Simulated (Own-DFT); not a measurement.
Simulation results for Si3N4 (beta silicon nitride, atoms displaced)

A calculation, not a measurement: plane-wave PBE density functional theory by an unreviewed code, no spin, of a simulated periodic cell, stress positive in tension, free energy of the whole cell less one offset for each atom, forces on such cells passed a denser k mesh, this cell's mesh not checked; offsets are fitted by least squares, one for each functional and potential file, so energies compare only between cells with the same atoms and settings and are not formation energies; the far tail of each file's local potential was reset to the Coulomb form; each entry is a single point on an unrelaxed cell, so the pressure reflects the starting lattice, mostly measured values (interpolated for alloys), from which strain is counted, and rises with the displacements; printed positions are rounded, which can move forces by about a meV/angstrom; the program, named Own-DFT, is a retired in-house code; no spin-orbit coupling; before rounding, a Quantum ESPRESSO 7.3.1 run of the same cell and cutoff gave forces within 1 meV/angstrom rms on each cell, which checks the program and not the settings. Program: Own-DFT development build.

Settings shared by all entries: functional PBE; potential files PseudoDojo norm-conserving, scalar-relativistic, standard set; wave cutoff 42 hartree; occupations Fermi-Dirac; smearing width 0.1 eV; k mesh 3 x 3 x 3 centred on Gamma.

(1) Si3N4 (beta silicon nitride, atoms displaced)

```cif
# cell vector a (Å): 7.6060 0.0000 0.0000
# cell vector b (Å): -3.8030 6.5870 0.0000
# cell vector c (Å): 0.0000 0.0000 8.7270
data_Si3N4
_symmetry_space_group_name_H-M 'P 1'
_symmetry_Int_Tables_number 1
_cell_length_a 7.6060
_cell_length_b 7.6060
_cell_length_c 8.7270
_cell_angle_alpha 90.000
_cell_angle_beta 90.000
_cell_angle_gamma 120.000
_cell_volume 437.23
loop_
_atom_site_label
_atom_site_type_symbol
_atom_site_fract_x
_atom_site_fract_y
_atom_site_fract_z
_atom_site_occupancy
Si1 Si 0.20415 0.80543 0.09841 1
Si2 Si 0.22643 0.39589 0.09586 1
Si3 Si 0.58949 0.84562 0.06159 1
Si4 Si 0.85951 0.25200 0.24849 1
Si5 Si 0.77167 0.57913 0.25610 1
Si6 Si 0.37628 0.14386 0.25439 1
N1 N 0.35888 0.04312 0.08245 1
N2 N 0.97837 0.30302 0.06746 1
N3 N 0.69039 0.65128 0.08635 1
N4 N 0.67732 0.98222 0.24367 1
N5 N 0.03222 0.70193 0.25551 1
N6 N 0.30210 0.33402 0.25447 1
N7 N 0.33257 0.67079 0.09208 1
N8 N 0.65910 0.32417 0.24936 1
Si7 Si 0.17105 0.77820 0.40453 1
Si8 Si 0.21528 0.39321 0.44218 1
Si9 Si 0.59553 0.83161 0.41595 1
Si10 Si 0.84238 0.25107 0.59414 1
Si11 Si 0.78293 0.59347 0.57292 1
Si12 Si 0.43463 0.17747 0.57618 1
N9 N 0.32505 0.02172 0.41066 1
N10 N 0.95544 0.29836 0.42395 1
N11 N 0.69482 0.68060 0.40518 1
N12 N 0.65892 0.96209 0.57603 1
N13 N 0.02683 0.69097 0.58670 1
N14 N 0.30395 0.33903 0.57825 1
N15 N 0.34299 0.65795 0.42837 1
N16 N 0.66734 0.34439 0.60358 1
Si13 Si 0.18890 0.78213 0.76782 1
Si14 Si 0.24419 0.41228 0.76777 1
Si15 Si 0.58641 0.82502 0.75209 1
Si16 Si 0.83969 0.23601 0.91189 1
Si17 Si 0.78157 0.61462 0.91708 1
Si18 Si 0.40704 0.16640 0.90778 1
N17 N 0.34433 0.03018 0.74791 1
N18 N 0.95769 0.30806 0.74337 1
N19 N 0.67516 0.64828 0.75631 1
N20 N 0.69156 0.98819 0.90840 1
N21 N 0.03194 0.69522 0.90729 1
N22 N 0.31504 0.31646 0.91228 1
N23 N 0.34023 0.69048 0.73301 1
N24 N 0.66575 0.31949 0.91295 1
```

Results for Si3N4 (beta silicon nitride, atoms displaced): free energy of cell above offsets 6.338 eV; pressure 12.47 GPa; stress xx -9.79 GPa; stress yy -11.5 GPa; stress zz -16.13 GPa; stress yz -0.01 GPa; stress xz -4.06 GPa; stress xy -4.21 GPa.

Force:
```tsv
element	x (eV/Å)	y (eV/Å)	z (eV/Å)
Si	-1.703	-7.887	-2.536
Si	2.447	2.662	-2.515
Si	3.164	-2.588	6.247
Si	-5.603	-3.834	-1.494
Si	-4.587	1.08	-1.859
Si	1.813	8.733	-2.298
N	-1	0.148	-0.799
N	1.038	0.591	3.408
N	-0.645	2.192	-0.808
N	0.273	-0.001	-0.761
N	-0.325	0.076	-4.033
N	-0.207	-2.529	1.952
N	0.166	0.022	-1.153
N	1.609	-0.34	0.989
Si	3.867	-4.602	7.543
Si	-1.642	4.079	-7.765
Si	-0.478	-0.448	-2.887
Si	-6.074	-4.929	-6.03
Si	-5.532	2.169	1.225
Si	-4.561	-1.448	1.051
N	0.36	1.176	3.633
N	2.902	1.574	-0.153
N	4.895	-2.622	1.73
N	0.489	4.209	3.404
N	2.836	2.473	-0.809
N	4.823	-3.76	7.516
N	-4.322	0.701	-1.366
N	3.369	-0.679	-1.577
Si	-1.571	-1.272	-5.601
Si	-0.579	1.062	-4.503
Si	3.623	1.108	-2.615
Si	-4.57	1.729	-0.717
Si	-1.225	-4.157	0.633
Si	4.204	2.142	0.767
N	-0.565	0.625	-1.671
N	7.885	3.07	6.431
N	-0.026	1.849	-1.753
N	-0.356	-3.292	-1.169
N	0.213	1.284	4.867
N	-5.571	2.618	2.452
N	0.455	-5.142	2.584
N	0.711	2.157	0.441
```

(2) Si3N4 (beta silicon nitride, atoms displaced)

```cif
# cell vector a (Å): 7.6060 0.0000 0.0000
# cell vector b (Å): -3.8030 6.5870 0.0000
# cell vector c (Å): 0.0000 0.0000 8.7270
data_Si3N4
_symmetry_space_group_name_H-M 'P 1'
_symmetry_Int_Tables_number 1
_cell_length_a 7.6060
_cell_length_b 7.6060
_cell_length_c 8.7270
_cell_angle_alpha 90.000
_cell_angle_beta 90.000
_cell_angle_gamma 120.000
_cell_volume 437.23
loop_
_atom_site_label
_atom_site_type_symbol
_atom_site_fract_x
_atom_site_fract_y
_atom_site_fract_z
_atom_site_occupancy
Si1 Si 0.15954 0.76604 0.06161 1
Si2 Si 0.24602 0.42947 0.07210 1
Si3 Si 0.58392 0.80624 0.08120 1
Si4 Si 0.82280 0.23168 0.23988 1
Si5 Si 0.78072 0.62347 0.25025 1
Si6 Si 0.41274 0.16684 0.23960 1
N1 N 0.34336 0.03329 0.08074 1
N2 N 0.95775 0.29818 0.07909 1
N3 N 0.71800 0.68110 0.09173 1
N4 N 0.64352 0.97366 0.24718 1
N5 N 0.03155 0.70018 0.24355 1
N6 N 0.28487 0.29912 0.22684 1
N7 N 0.34732 0.66905 0.09147 1
N8 N 0.66794 0.32447 0.26080 1
Si7 Si 0.18858 0.77785 0.40520 1
Si8 Si 0.22780 0.39730 0.43114 1
Si9 Si 0.59193 0.81286 0.42066 1
Si10 Si 0.84080 0.23604 0.59185 1
Si11 Si 0.77095 0.58148 0.58381 1
Si12 Si 0.39440 0.15470 0.58259 1
N9 N 0.34358 0.06060 0.40568 1
N10 N 0.97396 0.29964 0.41288 1
N11 N 0.72032 0.67689 0.43337 1
N12 N 0.68883 0.97708 0.58019 1
N13 N 0.02357 0.69145 0.58082 1
N14 N 0.27704 0.30099 0.57864 1
N15 N 0.33280 0.67691 0.42814 1
N16 N 0.68412 0.34500 0.56601 1
Si13 Si 0.15910 0.76332 0.74981 1
Si14 Si 0.21119 0.39824 0.77256 1
Si15 Si 0.60641 0.82833 0.75290 1
Si16 Si 0.82173 0.23565 0.91980 1
Si17 Si 0.75882 0.59505 0.91993 1
Si18 Si 0.39695 0.17386 0.91674 1
N17 N 0.33460 0.05043 0.75333 1
N18 N 0.96710 0.31435 0.76547 1
N19 N 0.70795 0.66363 0.75329 1
N20 N 0.66100 0.96168 0.90116 1
N21 N 0.03882 0.71898 0.92008 1
N22 N 0.28335 0.34166 0.91256 1
N23 N 0.34993 0.67551 0.73771 1
N24 N 0.64260 0.32982 0.93224 1
```

The calculation gives: free energy of cell above offsets 4.847 eV; pressure 13.84 GPa; stress xx -13.08 GPa; stress yy -6.53 GPa; stress zz -21.92 GPa; stress yz -0.85 GPa; stress xz -6.93 GPa; stress xy -2.03 GPa.

Force:
```tsv
element	x (eV/Å)	y (eV/Å)	z (eV/Å)
Si	7.324	3.943	12.34
Si	-1.211	-6.302	5.042
Si	2.197	7.06	0.335
Si	0.181	-0.349	3.665
Si	2.592	-5.432	4.83
Si	0.108	3.944	-0.155
N	-1.08	-3.754	-3.099
N	2.861	2.049	-0.636
N	-2.491	1.111	-3.668
N	2.115	-2.807	-0.18
N	1.328	1.106	-0.813
N	-1.872	3.314	1.431
N	-6.2	0.086	-0.801
N	-1.564	3.91	-1.345
Si	-2.839	1.229	1.012
Si	-0.755	0.774	-5.169
Si	-0.039	3.215	-0.409
Si	-1.928	0.116	-3.572
Si	-0.63	1.828	1.939
Si	1.082	4.987	-1.652
N	-0.249	-7.115	2.863
N	-0.401	-0.201	0.382
N	-3.091	1.486	-4.523
N	-0.204	-1.144	1.523
N	2.863	2.282	-0.024
N	0.234	0.652	4.528
N	3.023	-2.764	-0.497
N	-0.588	-6.025	2.069
Si	3.669	1.696	-2.539
Si	-0.308	4.822	-11.33
Si	0.136	-1.989	-5.358
Si	-3.306	-2.451	0.994
Si	1.583	-1.562	0.448
Si	-1.47	0.833	1.479
N	-0.346	-4.993	-0.281
N	-1.222	-0.2	-1.99
N	-1.285	0.932	-0.684
N	0.537	3.37	6.281
N	-6.314	-3.896	-8.241
N	7.247	-4.114	5.326
N	-3.401	-2.213	1.462
N	3.718	2.562	-0.974
```

(3) Si3N4 (beta silicon nitride, atoms displaced)

```cif
# cell vector a (Å): 7.6060 0.0000 0.0000
# cell vector b (Å): -3.8030 6.5870 0.0000
# cell vector c (Å): 0.0000 0.0000 8.7270
data_Si3N4
_symmetry_space_group_name_H-M 'P 1'
_symmetry_Int_Tables_number 1
_cell_length_a 7.6060
_cell_length_b 7.6060
_cell_length_c 8.7270
_cell_angle_alpha 90.000
_cell_angle_beta 90.000
_cell_angle_gamma 120.000
_cell_volume 437.23
loop_
_atom_site_label
_atom_site_type_symbol
_atom_site_fract_x
_atom_site_fract_y
_atom_site_fract_z
_atom_site_occupancy
Si1 Si 0.17116 0.76844 0.05945 1
Si2 Si 0.23823 0.38898 0.09354 1
Si3 Si 0.59345 0.81826 0.08400 1
Si4 Si 0.80477 0.23600 0.24593 1
Si5 Si 0.76477 0.59198 0.26063 1
Si6 Si 0.38830 0.17360 0.24278 1
N1 N 0.32924 0.01151 0.09821 1
N2 N 0.97337 0.29614 0.08177 1
N3 N 0.70713 0.65830 0.08434 1
N4 N 0.65988 0.97225 0.25521 1
N5 N 0.02343 0.68983 0.24156 1
N6 N 0.31907 0.34860 0.26580 1
N7 N 0.32838 0.67984 0.06373 1
N8 N 0.64918 0.32673 0.23722 1
Si7 Si 0.15397 0.74544 0.42564 1
Si8 Si 0.21417 0.38146 0.42350 1
Si9 Si 0.59637 0.83994 0.41254 1
Si10 Si 0.81396 0.22850 0.58554 1
Si11 Si 0.77568 0.58371 0.58131 1
Si12 Si 0.40409 0.17858 0.57860 1
N9 N 0.31222 0.04060 0.41972 1
N10 N 0.94619 0.29578 0.40470 1
N11 N 0.68963 0.62941 0.42340 1
N12 N 0.65930 0.96903 0.57301 1
N13 N 0.01556 0.68439 0.57779 1
N14 N 0.30474 0.33891 0.57971 1
N15 N 0.33975 0.68045 0.39397 1
N16 N 0.66299 0.32333 0.58775 1
Si13 Si 0.18993 0.78584 0.74837 1
Si14 Si 0.23028 0.40367 0.75477 1
Si15 Si 0.59293 0.83127 0.74119 1
Si16 Si 0.83846 0.25467 0.91111 1
Si17 Si 0.79872 0.62056 0.92666 1
Si18 Si 0.40397 0.17894 0.92446 1
N17 N 0.35009 0.06211 0.73292 1
N18 N 0.96305 0.29915 0.76533 1
N19 N 0.69722 0.68514 0.74498 1
N20 N 0.70241 0.97837 0.92095 1
N21 N 0.03926 0.71725 0.90481 1
N22 N 0.30413 0.31070 0.91723 1
N23 N 0.33121 0.67472 0.75098 1
N24 N 0.67249 0.36285 0.92469 1
```

It finds free energy of cell above offsets 4.053 eV; pressure 11.9 GPa; stress xx -15.05 GPa; stress yy -5.69 GPa; stress zz -14.95 GPa; stress yz 0.94 GPa; stress xz 2.83 GPa; stress xy 1.73 GPa.

Force:
```tsv
element	x (eV/Å)	y (eV/Å)	z (eV/Å)
Si	0.642	-1.14	7.285
Si	-3.566	3.035	-1.966
Si	-0.188	1.282	-0.79
Si	2.158	-0.95	-2.277
Si	2.013	-1.362	-3.586
Si	2.919	-1.45	3.918
N	-1.007	3.478	-4.082
N	0.203	0.512	1.204
N	-3.823	2.828	2.626
N	1.123	0.28	-3.119
N	0.14	0.302	0.573
N	-1.195	-0.43	-3.002
N	4.527	-3.698	0.563
N	-0.865	0.495	0.494
Si	2.633	3.486	-6.307
Si	-3.072	4.011	-1.919
Si	0.283	-4.337	0.075
Si	1.997	-0.312	-0.602
Si	-5.408	-1.06	3.257
Si	0.263	2.666	-4.326
N	-0.091	-2.518	-1.396
N	3.138	1.048	3.856
N	-4.342	3.992	-0.189
N	0.602	1.372	2.406
N	4.013	2.031	4.171
N	-1.008	-0.003	3.356
N	-0.765	-3.193	2.103
N	-1.009	1.7	0.047
Si	-1.18	1.041	-2.941
Si	0.177	0.765	-0.187
Si	0.638	0.882	2.392
Si	-4.76	-3.67	7.883
Si	-5.633	-2.141	-3.942
Si	7.681	-2.694	-0.919
N	-0.334	-6.754	7.911
N	4.741	2.215	-9.104
N	4.004	-2.375	0.351
N	-1.976	-0.307	-1.255
N	0.795	0.914	-1.962
N	-7.722	4.772	0.738
N	0.902	-1.354	-0.436
N	2.354	-3.358	-0.9
```

(4) Si3N4 (beta silicon nitride, atoms displaced)

```cif
# cell vector a (Å): 7.6060 0.0000 0.0000
# cell vector b (Å): -3.8030 6.5870 0.0000
# cell vector c (Å): 0.0000 0.0000 8.7270
data_Si3N4
_symmetry_space_group_name_H-M 'P 1'
_symmetry_Int_Tables_number 1
_cell_length_a 7.6060
_cell_length_b 7.6060
_cell_length_c 8.7270
_cell_angle_alpha 90.000
_cell_angle_beta 90.000
_cell_angle_gamma 120.000
_cell_volume 437.23
loop_
_atom_site_label
_atom_site_type_symbol
_atom_site_fract_x
_atom_site_fract_y
_atom_site_fract_z
_atom_site_occupancy
Si1 Si 0.19667 0.76460 0.09884 1
Si2 Si 0.23527 0.41813 0.06779 1
Si3 Si 0.59835 0.81644 0.06966 1
Si4 Si 0.83153 0.26139 0.24570 1
Si5 Si 0.76452 0.60797 0.23929 1
Si6 Si 0.39089 0.16367 0.25325 1
N1 N 0.32735 0.03493 0.08730 1
N2 N 0.98173 0.29941 0.06843 1
N3 N 0.69049 0.66525 0.08335 1
N4 N 0.68118 0.96120 0.24243 1
N5 N 0.03560 0.68658 0.23228 1
N6 N 0.28143 0.33792 0.23022 1
N7 N 0.34151 0.66892 0.06884 1
N8 N 0.65246 0.33510 0.26208 1
Si7 Si 0.15658 0.76117 0.41576 1
Si8 Si 0.21954 0.41784 0.40254 1
Si9 Si 0.60058 0.84600 0.40156 1
Si10 Si 0.83237 0.23618 0.59315 1
Si11 Si 0.76536 0.58442 0.57686 1
Si12 Si 0.39686 0.17348 0.59724 1
N9 N 0.34631 0.03153 0.40815 1
N10 N 0.96932 0.27944 0.41937 1
N11 N 0.71610 0.68280 0.41043 1
N12 N 0.67997 0.95742 0.59086 1
N13 N 0.00538 0.67607 0.60165 1
N14 N 0.30431 0.33525 0.58815 1
N15 N 0.34181 0.67043 0.43664 1
N16 N 0.66091 0.34261 0.57819 1
Si13 Si 0.17006 0.77604 0.73719 1
Si14 Si 0.24761 0.41187 0.75104 1
Si15 Si 0.57494 0.81193 0.75138 1
Si16 Si 0.84966 0.20021 0.91521 1
Si17 Si 0.78685 0.59482 0.92049 1
Si18 Si 0.40442 0.18612 0.90644 1
N17 N 0.32546 0.03940 0.74762 1
N18 N 0.00149 0.31287 0.74628 1
N19 N 0.67934 0.64491 0.75331 1
N20 N 0.66039 0.98039 0.93889 1
N21 N 0.02323 0.67038 0.91346 1
N22 N 0.29503 0.31013 0.92245 1
N23 N 0.31477 0.64427 0.74781 1
N24 N 0.65576 0.31920 0.91398 1
```

Results for Si3N4 (beta silicon nitride, atoms displaced): free energy of cell above offsets 5.600 eV; pressure 12.41 GPa; stress xx -12.39 GPa; stress yy -13.75 GPa; stress zz -11.09 GPa; stress yz 3.1 GPa; stress xz -0.53 GPa; stress xy -2.55 GPa.

Force:
```tsv
element	x (eV/Å)	y (eV/Å)	z (eV/Å)
Si	-1.928	3.979	-7.036
Si	1.159	-1.934	0.517
Si	-1.316	0.715	5.246
Si	0.777	-3.305	-0.582
Si	1.886	-2.652	3.281
Si	-1.113	4.09	-3.087
N	0.128	-2.322	-1.456
N	-1.711	0.505	3.742
N	2.142	-0.802	-3.096
N	-0.718	3.691	-2.939
N	-3.419	-2.037	5.969
N	2.678	-1.077	4.36
N	1.59	0.021	0.15
N	1.312	1.602	-1.143
Si	2.193	0.718	0.668
Si	4.395	-1.338	1.49
Si	1.341	-3.064	5.044
Si	-0.878	-0.943	-0.743
Si	-5.625	2.263	0.983
Si	1.107	3.644	-6.679
N	-1.825	-3.161	4.866
N	-2.888	0.568	-0.771
N	-0.556	0.678	0.269
N	-1.122	2.742	-0.826
N	3.343	2.275	-5.391
N	0.071	-0.515	-2.938
N	-2.829	1.216	-1.79
N	2.624	-5.736	0.587
Si	1.768	-1.753	5.9
Si	2.491	-3.416	0.074
Si	1.942	-0.603	0.018
Si	-3.35	5.913	-3.052
Si	-4.391	-4.019	-1.772
Si	5.569	-3.535	3.914
N	0.136	-4.987	1.779
N	-5.047	-4.169	1.235
N	-0.411	1.776	0.498
N	-0.289	-3.606	-6.253
N	4.386	4.099	0.551
N	-5.815	4.568	-1.932
N	-0.856	7.946	0.356
N	3.048	1.965	-0.014
```
